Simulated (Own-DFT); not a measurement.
# Strain and stress in wurtzite AlN, 72 atoms (Al36N36)

All numbers below are calculated, not measured. The program, named Own-DFT, is a retired in-house plane-wave density functional code that no person has reviewed. Each row is one single-point run on a periodic cell that was not relaxed, without spin or spin-orbit coupling.

Settings of every run: PBE; PseudoDojo norm-conserving scalar-relativistic files; cutoff 42 hartree; 4 x 4 x 3 k mesh centred on Gamma; Gaussian smearing of 0.01 eV.

Known limits: k mesh not checked against a denser one; stress not checked against mesh or cutoff.

Unstrained cell vectors in Å: (9.336, 0.000, 0.000); (-4.668, 8.085, 0.000); (0.000, 0.000, 9.964). The unstrained cell has measured lattice constants (interpolated for alloys), not those of this functional. That, the random moves and any unrelaxed bonds set the pressure at no strain. Each run strains this cell uniformly, with the atoms carried along. Every atom was also moved at random, by a Gaussian of width 0.05 Å on each axis. Strain is the symmetric tensor, in per cent. Stress is positive in tension, and the pressure is minus a third of its trace.

```
run  e_xx (%)  e_yy (%)  e_zz (%)  e_yz (%)  e_xz (%)  e_xy (%)  s_xx (GPa)  s_yy (GPa)  s_zz (GPa)  s_yz (GPa)  s_xz (GPa)  s_xy (GPa)  P (GPa)  E (meV/atom)
  1      0.59      0.78      1.86     -1.31      0.69      0.67       -2.41        0.53        3.67       -2.96        0.62        2.95    -0.60           0.1
  2     -1.20     -1.38      1.53      0.39      1.20     -0.34      -13.13      -11.68       -1.62        2.34        2.58       -0.45     8.81          38.5
  3     -1.65      0.15     -0.56      1.69      1.52      1.10      -17.14       -6.28       -9.12        4.20        4.59        1.46    10.85          36.9
  4      0.75     -0.03     -0.44     -0.07     -1.52      1.56       -4.87       -4.72       -6.04       -0.03       -4.60        7.16     5.21          16.9
  5      0.39     -0.79     -0.20      1.41     -0.49      1.75       -5.00       -9.61       -5.94        3.00       -1.78        5.47     6.85          11.8
  6      1.88      0.81      1.71     -1.38      1.49      0.19        2.90       -1.27        4.35       -4.22        3.53        0.80    -1.99          28.8
  7     -1.55      0.12     -1.27     -1.67     -1.58      1.08      -12.17       -8.11      -14.89       -5.53       -4.09        3.40    11.73          31.4
  8     -1.68     -0.86      0.75      0.09     -1.47     -1.36      -14.98      -12.54       -3.21        0.43       -3.41       -3.93    10.25          28.2
  9      1.94     -0.89     -0.01      0.11      1.34      0.74        2.16       -7.16       -5.46        0.74        2.74        2.39     3.49           3.8
 10     -0.97      1.60     -1.24      1.53      0.97      0.01      -10.62        0.29       -9.97        3.39        3.41        1.08     6.77          15.0
 11      0.84     -0.74      0.46      0.12      1.46     -0.58       -1.44      -11.01       -1.60       -1.16        3.66       -0.22     4.68           8.1
 12      0.50     -0.51     -0.19      2.00      1.96      0.73       -3.90       -8.02       -6.20        5.31        4.09        2.40     6.04          22.5
 13     -0.85     -1.87     -1.03     -0.34      0.63     -0.32      -15.17      -16.13      -11.59       -1.02        0.88       -0.67    14.30          36.7
 14      0.69     -1.56     -1.57     -1.11     -0.37      0.32       -6.54      -12.96      -12.65       -2.76       -0.70       -0.71    10.72          12.2
 15     -1.61     -1.64     -1.20      1.93      1.72     -1.24      -17.77      -20.09      -14.96        5.59        3.42       -6.64    17.61          94.0
 16      1.58      0.65      0.00     -0.44     -1.81     -0.55        1.11       -1.09       -2.93       -1.12       -5.17       -2.25     0.97           0.0
 17      0.54     -1.44     -0.17     -1.34     -1.09     -0.81       -4.69      -12.89       -7.06       -3.46       -3.34       -2.44     8.22          20.1
 18      0.90      0.29     -0.98     -0.93      1.41     -1.39           ?           ?           ?           ?           ?           ?        ?             ?
```

E is the free energy for each atom above the lowest run shown.

## Worked fit

Each stress component was fitted by least squares to a constant and the strains of the runs shown, as fractions, with shears doubled. Shear strains stay in the fit of a normal stress only where such slopes are resolved. The slopes, in GPa:

```
stress,at no strain,per e_xx,per e_yy,per e_zz,scatter
s_xx,-6.8,489 ± 30,95 ± 36,57 ± 36,1.43
s_yy,-6.1,113 ± 33,501 ± 40,53 ± 40,1.58
s_zz,-5.4,107 ± 23,80 ± 28,448 ± 27,1.09
```

Each shear stress against twice its own strain: yz 137 ± 10, xz 128 ± 7, xy 167 ± 20 GPa. These are stiffnesses along x, y and z of the frame in which the cell vectors are given, which need not be the crystal's axes. The atoms are held to the strained lattice; where symmetry lets them move under strain, relaxing them would lower some slopes. The table should be nearly symmetric about its diagonal, and what it lacks of that shows the noise. A ninth of its sum, 216 ± 8 GPa, estimates the bulk modulus near the mean pressure of these runs, 7.3 GPa, so it lies above the value at zero pressure.

## Withheld run

Question: what normal stresses and pressure should run 18 give?

The fit gives s_xx = -2.7, s_yy = -4.2, s_zz = -8.6 and P = 5.2 GPa. The calculation gave -2.82, -4.19, -8.11 and P = 5.04 GPa.
